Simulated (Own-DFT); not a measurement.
# Which defects push the lattice out? zincblende GaAs

Source: density functional calculations with Own-DFT, an unreviewed in-house program that is no longer used. Nothing was measured or relaxed, and spin and spin-orbit coupling are left out.

Method: PBE; PseudoDojo norm-conserving scalar-relativistic files; cutoff 42 hartree; 3 x 3 x 3 k mesh centred on Gamma; Fermi-Dirac smearing of 0.1 eV.

Keep in mind (not all hold for every row): not probed for a lower state with spin; forces on such cells failed a check on a denser k mesh; forces not confirmed at this smearing and k mesh; stress not checked against mesh or cutoff.

All runs share one cell, with vectors in Å (11.307, 0.000, 0.000); (0.000, 11.307, 0.000); (0.000, 0.000, 11.307) and a volume of 1445.4 Å³. Atoms were moved at random from their sites; u is the rms move along one axis. The defect's site can differ from row to row.

| cell | formula | u (Å) | P (GPa) |
|---|---|---|---|
| no defect | As32Ga32 | 0.0202 | 3.51 |
| no defect | As32Ga32 | 0.0210 | 3.54 |
| no defect | As32Ga32 | 0.0449 | 3.93 |
| two As on a Ga site each | As34Ga30 | 0.0274 | 4.75 |
| two As on a Ga site each | As34Ga30 | 0.0290 | 4.78 |
| two As on a Ga site each | As34Ga30 | 0.0295 | 4.82 |
| two Ga vacancies | As32Ga30 | 0.0285 | 2.90 |
| two Ga vacancies | As32Ga30 | 0.0306 | 2.99 |
| two Ga vacancies | As32Ga30 | 0.0310 | 2.91 |
| two Ga vacancies | As32Ga30 | 0.0332 | ? |
| one As on a Ga site and one Ga on an As site | As32Ga32 | 0.0305 | 3.92 |
| one As on a Ga site and one Ga on an As site | As32Ga32 | 0.0319 | 3.95 |
| one As on a Ga site and one Ga on an As site | As32Ga32 | 0.0489 | 4.27 |
| one As on a Ga site | As33Ga31 | 0.0297 | 4.26 |
| one As on a Ga site | As33Ga31 | 0.0302 | 4.26 |
| one As on a Ga site | As33Ga31 | 0.0523 | 4.59 |

## Working it out

P = P0 + c u² + a shift for each defect gives P0 = 3.45 GPa, c = 216 ± 15 GPa/Å² and a scatter of 0.03 GPa. The shifts, and each times the cell's volume:

- two As on a Ga site each: 1.15 ± 0.03 GPa, 10.4 eV (5.2 eV for each of its 2 sites)
- one As on a Ga site: 0.59 ± 0.03 GPa, 5.3 eV
- one As on a Ga site and one Ga on an As site: 0.28 ± 0.03 GPa, 2.6 eV
- two Ga vacancies: -0.71 ± 0.03 GPa, -6.4 eV (-3.2 eV for each of its 2 sites)

Positive is outwards. The product with the volume (160.2 GPa Å³ to the eV) is nearly free of the cell's size; divided by the bulk modulus at the cell's pressure it gives the volume that the defect adds. The atoms around the defects weren't relaxed, which would change these numbers.

## Withheld run

Asked: what pressure belongs in the blank (two Ga vacancies, u = 0.0332 Å)?

Estimate: 2.98 ± 0.04 GPa. The calculation gave 2.95 GPa.
